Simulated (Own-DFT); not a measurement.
# Computed records: SiC (4H silicon carbide, atoms displaced), SiC (2H silicon carbide, atoms displaced)

A calculation, not a measurement: plane-wave PBE density functional theory by an unreviewed code, no spin, of a simulated periodic cell, stress positive in tension, free energy of the whole cell less one offset for each atom, forces on such cells passed a denser k mesh, this cell's mesh not checked; offsets are fitted by least squares, one for each functional and potential file, so energies compare only between cells with the same atoms and settings and are not formation energies; the far tail of each file's local potential was reset to the Coulomb form; each entry is a single point on an unrelaxed cell, so the pressure reflects the starting lattice, mostly measured values (interpolated for alloys), from which strain is counted, and rises with the displacements; printed positions are rounded, which can move forces by about a meV/angstrom; the program, named Own-DFT, is a retired in-house code; no spin-orbit coupling. Program: Own-DFT development build.

Settings shared by all entries: functional PBE; potential files PseudoDojo norm-conserving, scalar-relativistic, standard set; wave cutoff 42 hartree; occupations Fermi-Dirac; smearing width 0.1 eV.

(1) SiC (4H silicon carbide, atoms displaced)

```
SiC
1.0
     12.3308     0.0000     0.0000
     -6.1654    10.6788     0.0000
      0.0000     0.0000    10.0681
Si C Si C Si C Si C Si C Si C Si C Si C Si C Si C Si C Si C Si C Si C Si C Si C Si C Si C Si C Si C Si C Si C Si C Si C Si C Si C Si C Si C Si C Si C Si C Si C
2 2 2 2 2 2 2 2 2 2 2 2 2 2 2 2 2 2 2 2 2 2 2 2 2 2 2 2 2 2 2 2 2 2 2 2 2 2 2 2 2 2 2 2 2 2 2 2 2 2 2 2 2 2 2 2 2 2 2 2 2 2 2 2
Direct
  0.99323 0.99961 0.41048
  0.08323 0.16617 0.15453
  0.99502 0.00100 0.09471
  0.07891 0.16315 0.33862
  0.00136 0.24730 0.40014
  0.08370 0.41828 0.15286
  0.99830 0.24730 0.09538
  0.08250 0.42142 0.33563
  0.99901 0.49511 0.40578
  0.08657 0.67068 0.15887
  0.99647 0.49772 0.09568
  0.08507 0.66786 0.34535
  0.00424 0.74890 0.40315
  0.08196 0.91623 0.15527
  0.00523 0.74998 0.09426
  0.08431 0.91203 0.35175
  0.24628 0.99422 0.40665
  0.33817 0.16757 0.16074
  0.24815 0.99800 0.09663
  0.33077 0.16714 0.33955
  0.24982 0.24743 0.40808
  0.33348 0.41717 0.15054
  0.25470 0.25206 0.09629
  0.33095 0.41348 0.34890
  0.24872 0.49974 0.41003
  0.33069 0.66342 0.15997
  0.24700 0.49441 0.09175
  0.33543 0.66762 0.34936
  0.24675 0.74477 0.40713
  0.33991 0.92104 0.15589
  0.25282 0.75371 0.09277
  0.33019 0.91565 0.34856
  0.50377 0.00229 0.40379
  0.58769 0.17050 0.15564
  0.50051 0.99520 0.09075
  0.57795 0.16770 0.34530
  0.50003 0.25154 0.40576
  0.57715 0.41234 0.15288
  0.49862 0.24868 0.09445
  0.58877 0.41580 0.34277
  0.49510 0.49446 0.40231
  0.58251 0.66541 0.15606
  0.49971 0.50096 0.09083
  0.58076 0.66914 0.33897
  0.50134 0.75135 0.40219
  0.58907 0.91847 0.15616
  0.49913 0.74712 0.09475
  0.58596 0.91693 0.34205
  0.74963 0.00154 0.40110
  0.83219 0.16472 0.15564
  0.75267 0.99648 0.09165
  0.83948 0.17069 0.34288
  0.75122 0.24922 0.41185
  0.83157 0.41450 0.15803
  0.74846 0.24764 0.09112
  0.84045 0.41833 0.34722
  0.74831 0.50000 0.40217
  0.83231 0.66119 0.15848
  0.75167 0.50183 0.09581
  0.83206 0.66299 0.34237
  0.74766 0.75349 0.40977
  0.83140 0.91846 0.15442
  0.74947 0.75038 0.10169
  0.82524 0.91155 0.34943
  0.00130 0.99753 0.90410
  0.91914 0.83811 0.65520
  0.99993 0.99899 0.59039
  0.91487 0.82967 0.84437
  0.00178 0.75024 0.90821
  0.91735 0.59063 0.65820
  0.99512 0.74800 0.58952
  0.92009 0.58429 0.83779
  0.00129 0.49952 0.90227
  0.91173 0.32956 0.65998
  0.99811 0.50239 0.59590
  0.92180 0.33740 0.84272
  0.00320 0.25008 0.90770
  0.91550 0.08024 0.65815
  0.00032 0.24693 0.60012
  0.91555 0.08567 0.85024
  0.74633 0.99451 0.90987
  0.66898 0.83338 0.65378
  0.75274 0.00331 0.59663
  0.66443 0.82990 0.84557
  0.74204 0.74576 0.91123
  0.67085 0.58537 0.65581
  0.74838 0.74731 0.59350
  0.66422 0.57906 0.84071
  0.75469 0.50271 0.90824
  0.66342 0.33321 0.65578
  0.74601 0.49698 0.59608
  0.67008 0.33326 0.84150
  0.74724 0.25111 0.90343
  0.66334 0.07850 0.65602
  0.75062 0.25254 0.59170
  0.66679 0.08393 0.84185
  0.49913 0.99995 0.90976
  0.41475 0.83119 0.65665
  0.49838 0.99850 0.59021
  0.41604 0.83076 0.84081
  0.49686 0.74449 0.90511
  0.41680 0.58346 0.65722
  0.50013 0.75013 0.59811
  0.41750 0.58597 0.84872
  0.49879 0.50298 0.91310
  0.41893 0.33728 0.66100
  0.50115 0.50373 0.59393
  0.42061 0.33555 0.84631
  0.49829 0.24643 0.90025
  0.41045 0.08072 0.65315
  0.50452 0.25261 0.59772
  0.42260 0.08516 0.84586
  0.24859 0.99363 0.90160
  0.16995 0.83637 0.65140
  0.25119 0.00101 0.59515
  0.16511 0.83286 0.84166
  0.24627 0.74655 0.90568
  0.16896 0.58189 0.65029
  0.25359 0.74583 0.59254
  0.16688 0.58488 0.84404
  0.25163 0.50231 0.90967
  0.16322 0.33172 0.65512
  0.24780 0.49457 0.59325
  0.16646 0.33596 0.84118
  0.24772 0.25260 0.90552
  0.16957 0.08411 0.65864
  0.24946 0.25017 0.59824
  0.16369 0.08381 0.84443
```

- hardware: one NVIDIA H200
- k mesh: 3 x 3 x 3 centred on Gamma
- free energy of cell above offsets: -18.053 eV
- pressure: 3.92 GPa
- stress xx: -3.43 GPa
- stress yy: -3.69 GPa
- stress zz: -4.63 GPa
- stress yz: -0.11 GPa
- stress xz: -0.21 GPa
- stress xy: -0.02 GPa
- wall time: 525.1 s

Force:
```tsv
element	x (eV/Å)	y (eV/Å)	z (eV/Å)
Si	1.3	-0.652	-1.55
Si	0.32	0.241	-0.193
C	1.614	-0.506	-0.299
C	1.037	0.062	1.205
Si	-0.126	1.475	1.376
Si	-0.585	-0.84	-0.14
C	0.13	0.776	-0.39
C	1.722	-1.186	1.692
Si	-0.092	1.755	0.925
Si	0.557	-1.028	-0.359
C	0.452	0.969	-0.968
C	0.286	-1.101	-0.193
Si	-1.667	-0.77	0.63
Si	-0.027	0.158	0.941
C	-1.589	-0.051	-0.02
C	-1.913	1.085	-1.521
Si	0.268	1.565	-0.197
Si	-1.286	-0.763	-1.744
C	0.573	0.669	-0.903
C	0.843	-0.537	2.211
Si	-0.831	-0.085	-0.115
Si	-0.027	-0.459	1.684
C	-0.671	-0.712	-0.765
C	-0.43	0.147	-1.418
Si	0.177	-0.244	-1.097
Si	0.214	0.575	-0.551
C	-0.048	1.238	0.62
C	-0.445	-0.588	-0.839
Si	0.507	1.248	-0.118
Si	-1.31	-1.098	0.704
C	0.162	-0.773	0.422
C	1.502	-0.228	-0.809
Si	-1.117	-0.76	0.291
Si	-0.81	-1.124	0.147
C	0.347	1.598	1.24
C	2.074	-0.052	-0.458
Si	-0.551	-0.195	0.665
Si	1.2	0.933	0.374
C	0.767	-0.076	-0.95
C	-2.232	-0.272	-0.622
Si	0.812	1.508	0.887
Si	-0.067	0.47	0.067
C	0.097	-0.189	1.571
C	0.85	-1.222	1.205
Si	-0.126	-0.195	1.378
Si	-0.769	-1.238	-0.479
C	-0.268	0.342	-0.188
C	-0.698	0.567	0.032
Si	0.332	0.362	1.549
Si	0.229	0.372	-0.362
C	-1.705	1.064	0.698
C	-1.528	-1.248	-0.094
Si	-0.369	0.556	-1.496
Si	0.436	0.16	0.156
C	0.357	0.421	0.272
C	-2.302	-1.155	-0.698
Si	1.668	0.062	1.447
Si	-0.123	1.788	-0.12
C	-0.456	-1.462	-0.605
C	-0.184	1.242	0.688
Si	0.713	-2.316	-0.916
Si	1.24	-1.265	1.312
C	0.482	-0.504	-1.289
C	0.905	1.79	-1.313
Si	-1.52	0.009	0.632
Si	-0.047	-1.553	0.128
C	0.058	0.826	1.427
C	-0.4	0.353	0.212
Si	-0.416	-0.417	-0.584
Si	0.292	-1.947	-1.327
C	0.995	1.557	0.326
C	-0.471	0.29	2.063
Si	-0.332	0.435	0.73
Si	0.94	1.168	-0.871
C	0.732	-0.59	-0.513
C	-0.717	-1.459	0.904
Si	-1.068	0.286	-0.093
Si	0.131	0.771	0.708
C	-0.949	0.133	-1.846
C	0.686	-1.314	-0.954
Si	0.077	1.076	-1.486
Si	-0.651	-0.053	0.75
C	-0.301	-1.035	-1.167
C	-0.159	0.243	-0.296
Si	1.625	0.13	-0.416
Si	-1.017	-0.923	-0.08
C	0.375	1.158	0.189
C	-0.058	0.732	1.517
Si	-0.375	-0.474	-0.813
Si	1.616	0.428	0.243
C	0.589	0.942	-0.924
C	-1.292	0.47	0.63
Si	1.757	-0.381	-0.019
Si	-0.25	1.108	-0.005
C	-0.33	-1.231	1.208
C	0.022	-0.551	0.963
Si	1.029	-0.706	-1.581
Si	0.731	0.586	-0.307
C	-0.14	-0.031	0.397
C	-0.535	0.377	1.041
Si	-0.394	2.039	0.669
Si	0.045	-0.047	-0.008
C	0.226	0.113	-1.274
C	-0.041	-1.664	-0.961
Si	1.019	-0.704	-2.437
Si	0.09	-0.006	-0.726
C	0.367	-0.541	-0.287
C	-1.149	-0.2	0.255
Si	0.407	1.447	1.254
Si	2.536	1.116	0.738
C	-2.103	-1.084	-1.013
C	-1.664	-1.405	-0.964
Si	-0.272	1.927	1.39
Si	-0.394	-1.877	0.508
C	-0.788	-0.214	-0.602
C	0.512	-0.412	-0.407
Si	0.739	0.994	-0.121
Si	-1.156	-0.494	1.346
C	-1.479	0.762	-0.073
C	0.612	-0.611	-0.349
Si	-0.613	-0.217	-1.239
Si	0.569	-0.142	0.44
C	0.065	0.856	0.336
C	0.484	0.132	0.782
Si	1.151	-0.232	0.245
Si	-1.072	0.02	-0.337
C	0.532	-0.164	-0.64
C	1.319	-0.108	0.077
```

(2) SiC (2H silicon carbide, atoms displaced)

```
SiC
1.0
      6.1654     0.0000     0.0000
     -3.0827     5.3394     0.0000
      0.0000     0.0000    10.0681
Si C Si C Si C Si C Si C Si C Si C Si C
2 2 2 2 2 2 2 2 2 2 2 2 2 2 2 2
Direct
  0.99435 0.00476 0.00174
  0.16783 0.33331 0.24758
  0.00671 0.99625 0.19284
  0.16299 0.33487 0.44033
  0.00506 0.00633 0.50096
  0.16117 0.33558 0.75268
  0.99365 0.99521 0.69085
  0.16135 0.32539 0.93898
  0.01280 0.51238 0.99669
  0.17032 0.83393 0.25202
  0.00812 0.50487 0.18968
  0.17358 0.84131 0.43207
  0.00060 0.50513 0.50138
  0.17188 0.83047 0.74901
  0.99376 0.49831 0.68003
  0.16576 0.83560 0.93971
  0.50295 0.00307 0.99949
  0.67481 0.33729 0.25109
  0.49706 0.99785 0.19278
  0.66852 0.34144 0.43905
  0.50506 0.00607 0.49339
  0.66491 0.32865 0.74929
  0.50656 0.00307 0.68871
  0.66204 0.32846 0.93325
  0.49370 0.49539 0.99936
  0.66791 0.83405 0.25201
  0.49663 0.49815 0.18730
  0.66670 0.82882 0.44214
  0.50158 0.50262 0.50664
  0.66879 0.84000 0.75579
  0.50319 0.49689 0.69070
  0.67386 0.83375 0.94152
```

- hardware: one NVIDIA H100
- k mesh: 5 x 5 x 3 centred on Gamma
- free energy of cell above offsets: -4.752 eV
- pressure: 3.68 GPa
- stress xx: -2.32 GPa
- stress yy: -3.07 GPa
- stress zz: -5.64 GPa
- stress yz: 0.73 GPa
- stress xz: -0.11 GPa
- stress xy: -0.12 GPa
- wall time: 119.6 s

Force:
```tsv
element	x (eV/Å)	y (eV/Å)	z (eV/Å)
Si	1.492	-0.973	0.831
Si	0.175	-0.156	1.17
C	-1.331	0.476	-1.039
C	0.513	0.445	-0.369
Si	-0.247	-0.564	0.117
Si	0.851	-0.597	-1.167
C	0.958	0.695	-0.15
C	-0.337	1.477	-0.223
Si	-1.229	-1.533	0.974
Si	0.002	-0.117	-0.621
C	-0.415	-0.428	-0.822
C	-0.324	-0.406	2.029
Si	0.275	0.152	-1.64
Si	-0.995	0.484	-0.043
C	0.652	0.335	2.513
C	0.366	0.577	-0.608
Si	-0.064	-0.317	0.692
Si	-0.785	-0.054	-0.234
C	0.918	0.799	-0.963
C	0.276	-0.156	-0.165
Si	0.201	-0.345	1.129
Si	-0.173	0.558	-0.228
C	-0.572	-0.665	-0.67
C	0.668	0.913	1.168
Si	0.903	0.184	0.139
Si	0.219	-0.434	0.125
C	0.769	0.231	-0.013
C	0.012	0.744	-0.659
Si	-0.551	-0.319	-0.862
Si	0.474	-1.108	-0.982
C	-1.136	0.525	0.713
C	-1.562	-0.422	-0.144
```

(3) SiC (4H silicon carbide, atoms displaced)

```
SiC
1.0
     12.3308     0.0000     0.0000
     -6.1654    10.6788     0.0000
      0.0000     0.0000    10.0681
Si C Si C Si C Si C Si C Si C Si C Si C Si C Si C Si C Si C Si C Si C Si C Si C Si C Si C Si C Si C Si C Si C Si C Si C Si C Si C Si C Si C Si C Si C Si C Si C
2 2 2 2 2 2 2 2 2 2 2 2 2 2 2 2 2 2 2 2 2 2 2 2 2 2 2 2 2 2 2 2 2 2 2 2 2 2 2 2 2 2 2 2 2 2 2 2 2 2 2 2 2 2 2 2 2 2 2 2 2 2 2 2
Direct
  0.00214 0.00686 0.40893
  0.08358 0.16442 0.15773
  0.00194 0.00420 0.09495
  0.08139 0.16139 0.34263
  0.00023 0.24747 0.40841
  0.07950 0.41657 0.15266
  0.00638 0.25309 0.08327
  0.08635 0.41607 0.34674
  0.99953 0.49837 0.40773
  0.07947 0.66009 0.15925
  0.00260 0.50464 0.09259
  0.08806 0.66942 0.34382
  0.00074 0.74907 0.40351
  0.07907 0.91518 0.15678
  0.00105 0.75198 0.09733
  0.08329 0.91816 0.34580
  0.25129 0.00473 0.40946
  0.33302 0.16731 0.15337
  0.24765 0.99832 0.09437
  0.33522 0.16655 0.34805
  0.25277 0.25377 0.40755
  0.32814 0.40855 0.15636
  0.24968 0.24891 0.09150
  0.33529 0.42065 0.33968
  0.25078 0.50502 0.40838
  0.32979 0.66561 0.15660
  0.24776 0.49857 0.09309
  0.33459 0.66651 0.34499
  0.25167 0.74720 0.40322
  0.33096 0.91701 0.16042
  0.24621 0.74712 0.09457
  0.33610 0.91748 0.34665
  0.50133 0.99793 0.40749
  0.58542 0.16290 0.15369
  0.50616 0.00458 0.09683
  0.58233 0.16705 0.33588
  0.49751 0.24578 0.41074
  0.58443 0.41783 0.16255
  0.50366 0.25490 0.09292
  0.58533 0.41824 0.34273
  0.49982 0.50433 0.40450
  0.58443 0.66519 0.15227
  0.50571 0.50535 0.09345
  0.58369 0.66629 0.34261
  0.49978 0.74867 0.40735
  0.58325 0.91803 0.15366
  0.50374 0.74773 0.09013
  0.58395 0.91769 0.34392
  0.74847 0.99821 0.40627
  0.83059 0.17024 0.15813
  0.75493 0.00243 0.09576
  0.83350 0.16419 0.34811
  0.74271 0.24790 0.40183
  0.83248 0.41447 0.15680
  0.74655 0.24513 0.09456
  0.83541 0.42007 0.34817
  0.75196 0.49825 0.40496
  0.83343 0.66958 0.15827
  0.74721 0.49616 0.09590
  0.83336 0.66713 0.34307
  0.74661 0.74344 0.40442
  0.83297 0.91846 0.15179
  0.74927 0.75006 0.09163
  0.82802 0.91152 0.34165
  0.00364 0.00354 0.90409
  0.91281 0.83129 0.65519
  0.99483 0.99818 0.59669
  0.91621 0.83266 0.84176
  0.00449 0.75404 0.90426
  0.91654 0.58065 0.65563
  0.00087 0.75365 0.59557
  0.91711 0.58294 0.84300
  0.99775 0.49657 0.90833
  0.91399 0.33308 0.65917
  0.00567 0.50164 0.59358
  0.92019 0.33484 0.84570
  0.99516 0.25273 0.90704
  0.91582 0.08390 0.65911
  0.00181 0.25090 0.58994
  0.91791 0.08921 0.84972
  0.75403 0.99744 0.90991
  0.67034 0.83718 0.65791
  0.74673 0.99966 0.59169
  0.66541 0.82888 0.84064
  0.75025 0.75025 0.90524
  0.66629 0.58063 0.65538
  0.75171 0.74949 0.59147
  0.66489 0.58473 0.84016
  0.75113 0.49748 0.90311
  0.66449 0.33027 0.65581
  0.74805 0.49687 0.59589
  0.66711 0.33479 0.84584
  0.75057 0.24428 0.90982
  0.66957 0.08467 0.65128
  0.75309 0.25518 0.59624
  0.66432 0.08323 0.84245
  0.49954 0.99862 0.90492
  0.41649 0.83197 0.65712
  0.50366 0.00173 0.59112
  0.41848 0.83306 0.84538
  0.49727 0.74904 0.90945
  0.41743 0.58639 0.65790
  0.50291 0.75020 0.59479
  0.41882 0.58718 0.84712
  0.50229 0.50009 0.90837
  0.41981 0.33360 0.65550
  0.50199 0.49775 0.59666
  0.41423 0.32957 0.84606
  0.50013 0.24796 0.90475
  0.41587 0.08396 0.65635
  0.50215 0.24958 0.59074
  0.41651 0.08201 0.84243
  0.24965 0.00398 0.90809
  0.16901 0.83689 0.64880
  0.24615 0.99673 0.59680
  0.17261 0.83811 0.85076
  0.25275 0.74934 0.90601
  0.16212 0.58079 0.65816
  0.25008 0.74970 0.59116
  0.16903 0.58766 0.84820
  0.24472 0.49957 0.90524
  0.16523 0.33157 0.66288
  0.24842 0.49698 0.59891
  0.16929 0.33729 0.84253
  0.25488 0.25148 0.90768
  0.16654 0.08378 0.65503
  0.24718 0.24814 0.59677
  0.16990 0.08186 0.84289
```

- k mesh: 3 x 3 x 3 centred on Gamma
- free energy of cell above offsets: -18.667 eV
- pressure: 3.81 GPa
- stress xx: -2.86 GPa
- stress yy: -3.81 GPa
- stress zz: -4.75 GPa
- stress yz: -0.35 GPa
- stress xz: -0.46 GPa
- stress xy: 0.02 GPa

Force:
```tsv
element	x (eV/Å)	y (eV/Å)	z (eV/Å)
Si	-0.345	-3.22	-0.128
Si	-0.519	0.884	-0.721
C	-0.007	-1.157	-0.881
C	0.137	2.451	0.156
Si	-0.087	0.569	-0.81
Si	1.454	-0.039	0.821
C	-1.472	-0.408	3.182
C	-1.063	-0.22	-0.803
Si	0.87	0.422	-0.158
Si	-0.188	2.518	-0.371
C	-0.775	-2.289	0.178
C	-0.657	-1.303	0.307
Si	-0.326	0.756	0.732
Si	0.642	0.678	0.485
C	-0.128	-0.89	-0.688
C	0.021	0.194	0.111
Si	0.172	-1.567	-0.489
Si	1.005	-0.237	0.721
C	-0.019	0.672	0.257
C	-0.844	0.642	-0.748
Si	-0.236	-0.372	0.008
Si	0.241	2.617	-0.719
C	0.013	-0.574	0.599
C	-0.377	-0.698	1.247
Si	0.609	-1.362	0.228
Si	1.16	-0.154	-0.444
C	0.082	-0.112	0.163
C	0.115	0.241	-0.314
Si	-0.348	1.164	0.662
Si	0.635	-0.16	-0.597
C	0.473	0.628	0.205
C	-0.705	-0.06	0.132
Si	-0.363	0.509	-0.755
Si	-2.053	1.535	0.103
C	-1.342	-1.947	-1.362
C	-0.129	-0.564	1.808
Si	0.464	1.342	-2.003
Si	-0.136	-0.026	-1.613
C	-0.058	-1.414	0.128
C	-0.403	-0.571	1.604
Si	0.954	-1.155	0.436
Si	-0.229	0.708	0.795
C	-0.644	-2.179	0.243
C	-0.484	0.16	-0.198
Si	0.403	0.668	-0.234
Si	1.09	-0.727	0.545
C	-1.613	0.834	1.349
C	-0.035	-0.656	-0.215
Si	0.466	-0.457	-0.506
Si	2.471	-0.95	0.047
C	-1.424	0.129	-0.394
C	-0.772	0.863	-0.688
Si	1.75	0.641	1.052
Si	-0.4	0.683	0.047
C	0.569	1.446	-0.108
C	0.522	-1.322	-1.051
Si	-1.272	0.747	0.556
Si	0.388	-0.897	-0.886
C	0.637	1	-0.483
C	0.533	-0.62	0.39
Si	0.122	1.558	0.313
Si	0.694	-0.525	1.254
C	0.347	0.375	-0.001
C	0.698	0.837	0.368
Si	-0.279	-0.423	0.336
Si	0.672	0.29	-0.034
C	0.686	0.67	-0.137
C	0.006	0.657	0.558
Si	-0.088	-0.622	0.51
Si	-0.14	0.854	-0.017
C	0.287	-1.138	-0.731
C	0.378	0.083	0.356
Si	0.016	1.813	-0.561
Si	1.335	0.436	-0.935
C	-1.867	-0.97	0.138
C	-1.654	-0.233	-0.223
Si	2.699	-0.156	-0.939
Si	-0.32	0.251	-0.263
C	-0.563	-0.351	1.746
C	0.572	-0.959	-1.187
Si	-1.516	0.049	-0.741
Si	-0.011	-1.14	-0.747
C	1.139	0.334	0.421
C	-0.185	1.235	1.216
Si	0.183	-0.513	-0.27
Si	-0.008	0.808	0.06
C	-0.903	-0.441	0.071
C	1.14	-0.539	0.803
Si	-1.032	1.029	0.854
Si	0.38	0.734	0.741
C	0.526	0.206	-0.748
C	0.666	-1.236	-0.474
Si	-1.081	1	-1.09
Si	-0.725	0.328	1.083
C	-0.457	-1.283	-1.083
C	1.309	-0.568	0.057
Si	-0.043	0.356	0.369
Si	0.18	0.295	-0.402
C	-0.785	-0.211	0.725
C	-0.335	0.101	-0.126
Si	1.093	0.126	-0.985
Si	0.501	-0.921	0.517
C	-0.426	0.233	-0.258
C	-0.389	-1.253	-0.249
Si	-0.603	0.134	-0.526
Si	-0.906	-0.387	0.403
C	-1.15	0.555	-0.982
C	1.046	1.027	-0.604
Si	0.049	0.486	0.598
Si	0.459	-0.604	-0.182
C	-0.534	-0.436	1.114
C	-0.086	0.214	0.466
Si	1.403	-1.046	0.034
Si	-0.028	-1.642	2.124
C	0.54	1.979	-0.95
C	-0.233	-0.609	-1.59
Si	-0.915	0.961	0.612
Si	1.719	1.162	0.352
C	0.139	-0.192	0.316
C	-0.938	-1.281	-0.92
Si	1.72	0.642	0.379
Si	0.119	0.271	-1.453
C	0.011	0.806	-0.733
C	-0.369	-1.296	1.27
Si	-1.608	-0.469	-0.818
Si	-0.439	-0.623	0.407
C	0.713	0.621	-0.576
C	-1.354	1.161	0.04
```
